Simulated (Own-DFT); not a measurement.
## Calculated data, Si₂₃GeO₄₈ (quartz with substituted atoms, atoms displaced)

A calculation, not a measurement: plane-wave PBE and HSE06 DFT by an unreviewed code, no spin, of a simulated cell at Gamma alone, so results move with cell size and shape, stress positive in tension, energies less offsets, not probed for a lower state with spin; oxygen file: force components 24 meV/angstrom off all-electron in a glass; k mesh not checked against a denser one; forces and stress are PBE's, HSE06 gives the energy alone, and its difference from PBE has offsets of its own; offsets are fitted by least squares, one for each functional and potential file, so energies compare only between cells with the same atoms and settings and are not formation energies; the far tail of each file's local potential was reset to the Coulomb form; each entry is a single point on an unrelaxed cell, so the pressure reflects the starting lattice, mostly measured values (interpolated for alloys), from which strain is counted, and rises with the displacements; printed positions are rounded, which can move forces by about a meV/angstrom; the program, named Own-DFT, is a retired in-house code; no spin-orbit coupling. Program: Own-DFT development build.

Settings shared by all entries: first functional PBE; second functional HSE06; exact exchange share 0.25; screening 0.11 1/bohr; exchange divergence Gygi-Baldereschi; potential files PseudoDojo norm-conserving, scalar-relativistic, made for PBE, standard set; wave cutoff 48 hartree; occupations fixed; k mesh 1 x 1 x 1 centred on Gamma.

(1) Si₂₃GeO₄₈ (quartz with substituted atoms, atoms displaced)

```
Si23GeO48
1.0
      9.8268     0.0000     0.0000
     -4.9134     8.5103     0.0000
      0.0000     0.0000    10.8104
Si O Si O Si Ge O Si O Si O Si O Si O Si O
3 6 3 6 2 1 6 3 6 3 6 3 6 3 6 3 6
Direct
  0.23594 0.99495 0.00199
  0.00623 0.22913 0.32859
  0.26520 0.26893 0.16898
  0.19913 0.12299 0.05793
  0.42258 0.28111 0.22074
  0.37140 0.08275 0.39234
  0.08448 0.36587 0.45120
  0.13348 0.20284 0.27704
  0.29583 0.42351 0.10839
  0.23768 0.99878 0.50778
  0.99303 0.23179 0.83628
  0.27320 0.27067 0.67064
  0.20900 0.13330 0.55641
  0.42249 0.28911 0.72915
  0.36883 0.07060 0.89019
  0.08100 0.37131 0.93550
  0.13474 0.20077 0.77399
  0.29930 0.42893 0.60828
  0.23415 0.50932 0.00139
  0.99940 0.73405 0.33066
  0.27347 0.76481 0.15732
  0.19268 0.62993 0.04771
  0.43499 0.80084 0.22760
  0.36973 0.56925 0.39336
  0.08075 0.87070 0.43334
  0.14014 0.70048 0.27614
  0.29282 0.92907 0.10816
  0.24237 0.50681 0.50512
  0.99695 0.73668 0.83834
  0.26431 0.76262 0.65818
  0.20314 0.62521 0.55780
  0.43791 0.80319 0.73619
  0.36698 0.57442 0.89246
  0.07201 0.86489 0.94797
  0.13063 0.70819 0.77139
  0.29839 0.92730 0.60450
  0.73793 0.99951 0.99591
  0.49500 0.23036 0.33672
  0.76381 0.26537 0.16759
  0.70445 0.14226 0.06494
  0.92272 0.28609 0.22438
  0.86479 0.07205 0.39104
  0.57529 0.37197 0.44114
  0.63169 0.21063 0.27380
  0.79173 0.42364 0.11346
  0.73659 0.99953 0.50342
  0.50024 0.23782 0.82384
  0.76739 0.26063 0.67146
  0.70513 0.13400 0.56287
  0.92487 0.28730 0.73112
  0.86602 0.07545 0.88984
  0.56802 0.36214 0.94532
  0.63497 0.20921 0.77184
  0.80332 0.43078 0.61482
  0.73984 0.50751 0.99949
  0.49944 0.73975 0.33745
  0.75563 0.75357 0.16636
  0.71737 0.63960 0.06095
  0.92312 0.78668 0.23006
  0.86269 0.57918 0.38228
  0.57019 0.85636 0.43869
  0.63857 0.70833 0.27908
  0.79517 0.91871 0.10400
  0.73556 0.49331 0.50193
  0.49476 0.73036 0.83180
  0.76327 0.76558 0.66887
  0.70037 0.62531 0.56463
  0.91440 0.79465 0.71817
  0.86653 0.57470 0.88677
  0.57199 0.86669 0.93990
  0.63674 0.70563 0.78010
  0.79832 0.93134 0.61288
```

- PBE energy of cell above offsets: -16.662 eV
- HSE06 less PBE above offsets: -0.158 eV
- PBE pressure: 10.61 GPa
- PBE stress xx: -10.55 GPa
- PBE stress yy: -12.53 GPa
- PBE stress zz: -8.75 GPa
- PBE stress yz: 0.95 GPa
- PBE stress xz: -1.9 GPa
- PBE stress xy: 0.88 GPa

Force:
| element | x (eV/Å) | y (eV/Å) | z (eV/Å) |
| --- | --- | --- | --- |
| Si | -0.197 | 3.132 | -1.987 |
| Si | -5.197 | 2.562 | 3.77 |
| Si | 1.659 | -4.398 | -1.308 |
| O | -0.955 | 2.458 | 1.735 |
| O | 0.352 | 0.725 | 0.681 |
| O | -2.301 | -6.07 | 3.934 |
| O | -1.326 | -2.699 | -2.717 |
| O | 3.671 | -0.547 | -1.704 |
| O | -2.384 | 3.737 | -2.072 |
| Si | -1.692 | 1.043 | -5.223 |
| Si | 5.278 | 2.234 | -0.777 |
| Si | -4.4 | -2.303 | -2.392 |
| O | -0.531 | 1.845 | 1.914 |
| O | 0.81 | 1.997 | -1.859 |
| O | -0.233 | 0.029 | -0.13 |
| O | -0.72 | -0.497 | 0.349 |
| O | -1.448 | 0.376 | 0.559 |
| O | 0.638 | 0.782 | 0.942 |
| Si | 3.895 | -4.638 | -1.516 |
| Si | 3.299 | 0.926 | -0.244 |
| Ge | -1.973 | -1.157 | 2.878 |
| O | -1.864 | 0.172 | -0.988 |
| O | 3.476 | 0.762 | 0.784 |
| O | -0.125 | 0.72 | -0.197 |
| O | 0.39 | 0.505 | 1.263 |
| O | -2.04 | -0.505 | 1.48 |
| O | 0.052 | 3.098 | -0.19 |
| Si | 3.016 | -4.191 | -3.044 |
| Si | 0.161 | 2.576 | -3.556 |
| Si | 0.941 | 0.062 | 4.229 |
| O | -2.646 | 3.883 | 2.047 |
| O | -5.254 | 0.68 | -5.301 |
| O | -0.673 | -1.68 | 1.231 |
| O | -1.031 | -1.741 | -1.313 |
| O | 0.54 | 0.461 | -0.947 |
| O | 1.912 | -0.74 | 1.678 |
| Si | -1.909 | 0.092 | 3.339 |
| Si | 1.898 | 5.491 | -2.786 |
| Si | -0.271 | 0.342 | 2.834 |
| O | 2.055 | -5.119 | -4.516 |
| O | 2.149 | 0.326 | 1.141 |
| O | -0.292 | -0.573 | 0.68 |
| O | -0.928 | -1.85 | -0.766 |
| O | 0.538 | -0.432 | 0.647 |
| O | -1.579 | 3.924 | -2.657 |
| Si | -0.15 | -0.13 | -1.05 |
| Si | 2.004 | -1.708 | 6.68 |
| Si | -0.625 | 1.77 | -1.691 |
| O | 0.223 | -1.215 | -1.031 |
| O | -0.34 | 1.002 | -1.281 |
| O | -0.573 | -2.512 | 1.05 |
| O | 0.854 | 0.937 | -0.909 |
| O | -0.297 | -0.645 | 0.751 |
| O | -0.205 | -0.197 | -0.903 |
| Si | 0.598 | -4.355 | 0.369 |
| Si | 1.664 | -4.97 | -4.036 |
| Si | 1.548 | 4.246 | 3.681 |
| O | -0.529 | -2.549 | -3.108 |
| O | -1.862 | 1.085 | -2.642 |
| O | -1.235 | -3.683 | 3.332 |
| O | 0.923 | 5.576 | 5.609 |
| O | -1.749 | -0.506 | 0.593 |
| O | -1.114 | 1.483 | -1.081 |
| Si | 0.939 | 2.835 | -0.114 |
| Si | 3.861 | 0.916 | 2.386 |
| Si | -5.03 | -2.447 | -2.774 |
| O | 0.022 | 0.235 | -0.096 |
| O | 9.207 | 0.744 | 5.358 |
| O | -0.898 | -2.067 | 1.312 |
| O | -0.004 | 0.033 | 0.346 |
| O | -0.893 | -0.287 | 0.245 |
| O | -1.105 | 0.605 | -0.927 |

(2) Si₂₃GeO₄₈ (quartz with substituted atoms, atoms displaced)

```
Si23GeO48
1.0
      9.8268     0.0000     0.0000
     -4.9134     8.5103     0.0000
      0.0000     0.0000    10.8104
Si O Si O Si O Si O Si Ge O Si O Si O Si O
3 6 3 6 3 6 3 6 2 1 6 3 6 3 6 3 6
Direct
  0.23207 0.00356 0.00142
  0.01093 0.24352 0.33109
  0.26769 0.26514 0.17119
  0.20016 0.13203 0.05955
  0.42575 0.28645 0.22349
  0.37621 0.07384 0.39498
  0.08164 0.36470 0.44572
  0.13236 0.21123 0.26837
  0.30224 0.43155 0.10883
  0.22787 0.98931 0.49669
  0.99780 0.23247 0.83743
  0.27008 0.26430 0.67246
  0.19436 0.12518 0.56094
  0.42862 0.29166 0.72621
  0.35857 0.06586 0.89863
  0.08026 0.36585 0.94147
  0.13530 0.20754 0.77597
  0.28735 0.42832 0.60694
  0.23930 0.50448 0.99865
  0.99370 0.73961 0.32547
  0.25778 0.76419 0.16839
  0.20179 0.62805 0.06590
  0.42938 0.79822 0.21959
  0.36059 0.56880 0.39489
  0.06774 0.86220 0.43201
  0.13834 0.70849 0.28205
  0.28931 0.91943 0.10855
  0.24003 0.50018 0.50559
  0.99415 0.73681 0.83362
  0.25860 0.76007 0.67070
  0.21099 0.62999 0.55706
  0.42698 0.79008 0.73640
  0.36972 0.57633 0.89395
  0.07315 0.87181 0.93445
  0.12727 0.70853 0.76973
  0.29584 0.92791 0.61226
  0.72739 0.99206 0.00131
  0.49661 0.22890 0.33221
  0.76244 0.26078 0.17578
  0.71094 0.13468 0.05531
  0.92733 0.29266 0.23575
  0.87143 0.08097 0.39886
  0.57492 0.36908 0.43553
  0.64085 0.21103 0.27491
  0.79231 0.42742 0.10867
  0.73242 0.99819 0.49930
  0.49682 0.22052 0.83385
  0.76111 0.26067 0.67394
  0.71116 0.13108 0.54713
  0.92074 0.28605 0.72845
  0.85689 0.06587 0.89030
  0.58055 0.36281 0.93603
  0.62814 0.20138 0.77416
  0.79033 0.42552 0.60380
  0.73258 0.50119 0.00409
  0.49357 0.73693 0.33216
  0.77019 0.76941 0.16634
  0.70957 0.63301 0.05755
  0.92949 0.79930 0.22043
  0.87317 0.57754 0.39193
  0.56771 0.86285 0.43389
  0.62765 0.69748 0.27392
  0.78809 0.92160 0.11030
  0.73715 0.49714 0.50150
  0.50350 0.73155 0.83383
  0.75732 0.76041 0.66467
  0.70608 0.63330 0.55726
  0.93304 0.79087 0.73764
  0.86311 0.56394 0.89830
  0.56896 0.86000 0.93849
  0.61939 0.70517 0.77250
  0.79327 0.93347 0.60509
```

* PBE pressure: withheld

## Withheld values
1. Si₂₃GeO₄₈ (quartz with substituted atoms, atoms displaced) (entry 2): PBE pressure?

## Answers
1. 11.84 GPa

Further results for Si₂₃GeO₄₈ (quartz with substituted atoms, atoms displaced) (entry 2):

* PBE energy of cell above offsets: -16.662 eV
* HSE06 less PBE above offsets: -0.409 eV
* PBE stress xx: -14.52 GPa
* PBE stress yy: -8.15 GPa
* PBE stress zz: -12.84 GPa
* PBE stress yz: 1.41 GPa
* PBE stress xz: 0.93 GPa
* PBE stress xy: 1.71 GPa

Force:
| element | x (eV/Å) | y (eV/Å) | z (eV/Å) |
| --- | --- | --- | --- |
| Si | -0.46 | -2.879 | 1.822 |
| Si | -2.005 | -1.521 | 4.889 |
| Si | -1.042 | 1.178 | -3.299 |
| O | -0.464 | 1.029 | 1.001 |
| O | 1.247 | 0.075 | 0.376 |
| O | -1.812 | -3.063 | 1.633 |
| O | -0.856 | -0.691 | -0.762 |
| O | 1.991 | -1.279 | 0.097 |
| O | -0.122 | -0.263 | -0.297 |
| Si | 0.589 | 2.208 | 1.559 |
| Si | 0.537 | -0.681 | -0.234 |
| Si | -3.063 | -0.273 | -3.175 |
| O | 1.16 | 0.08 | 0.1 |
| O | 2.13 | -0.127 | 1.061 |
| O | 2.175 | 1.303 | -2.319 |
| O | -0.916 | -0.517 | -0.118 |
| O | -0.412 | -0.251 | 0.584 |
| O | 4.413 | -3.407 | 5.058 |
| Si | 0.647 | -0.634 | 2.003 |
| Si | 3.315 | -2.913 | 0.823 |
| Si | 2.309 | -1.848 | 0.905 |
| O | -0.349 | -0.279 | -0.692 |
| O | -0.233 | -0.195 | 0.225 |
| O | 1.499 | 1.661 | -1.96 |
| O | 0.038 | 2.212 | 1.972 |
| O | -1.506 | 0.003 | 0.114 |
| O | -2.075 | 3.39 | -2.005 |
| Si | -1.724 | -0.195 | -3.7 |
| Si | 5.76 | -5.072 | 7.194 |
| Si | 3.084 | 0.202 | -1.406 |
| O | -2.381 | 3.376 | 2.431 |
| O | -3.464 | 0.701 | -2.83 |
| O | -0.138 | -1.609 | 0.313 |
| O | -0.033 | 0.554 | 1.591 |
| O | -0.441 | -1.183 | 1.44 |
| O | -0.672 | 0.097 | -1.259 |
| Si | 0.357 | 0.755 | -0.208 |
| Si | 1.761 | 2.669 | 0.064 |
| Ge | 5.061 | 2.847 | -8.942 |
| O | -0.295 | -1.635 | -1.548 |
| O | 2.553 | 1.948 | -0.555 |
| O | 1.005 | -0.128 | -1.427 |
| O | -0.155 | -0.199 | 0.002 |
| O | -9.373 | -4.371 | 9.886 |
| O | -0.57 | 2.312 | -0.343 |
| Si | 1 | -1.462 | -3.561 |
| Si | -3.034 | 2.524 | 1.82 |
| Si | 0.448 | -0.22 | -4.943 |
| O | -3.77 | 4.933 | 4.482 |
| O | 0.729 | 0.537 | 0.421 |
| O | 0.67 | 0.28 | -0.056 |
| O | -1.155 | -1.186 | -0.268 |
| O | 1.903 | -1.397 | -0.617 |
| O | 2.095 | -2.255 | 3.167 |
| Si | 1.906 | -2.701 | -1.026 |
| Si | 1.101 | -3.224 | -2.104 |
| Si | -3.195 | -3.99 | 0.676 |
| O | -2.007 | 2.744 | 1.548 |
| O | 0.888 | 0.995 | -0.753 |
| O | -1.127 | -1.002 | 0.657 |
| O | 0.683 | 2.609 | 2.686 |
| O | 0.507 | 0.811 | -0.637 |
| O | -0.859 | 2.486 | -1.251 |
| Si | -1.256 | 1.167 | -3.542 |
| Si | -6.496 | 0.93 | 3.091 |
| Si | 1.125 | 2.22 | 1.365 |
| O | -0.035 | -0.019 | 0.223 |
| O | -10.12 | 2.648 | -9.359 |
| O | 1.315 | 2.34 | -1.83 |
| O | 0.114 | 1.227 | 1.764 |
| O | 9.422 | -1.11 | -4.84 |
| O | 2.074 | -3.272 | 2.817 |
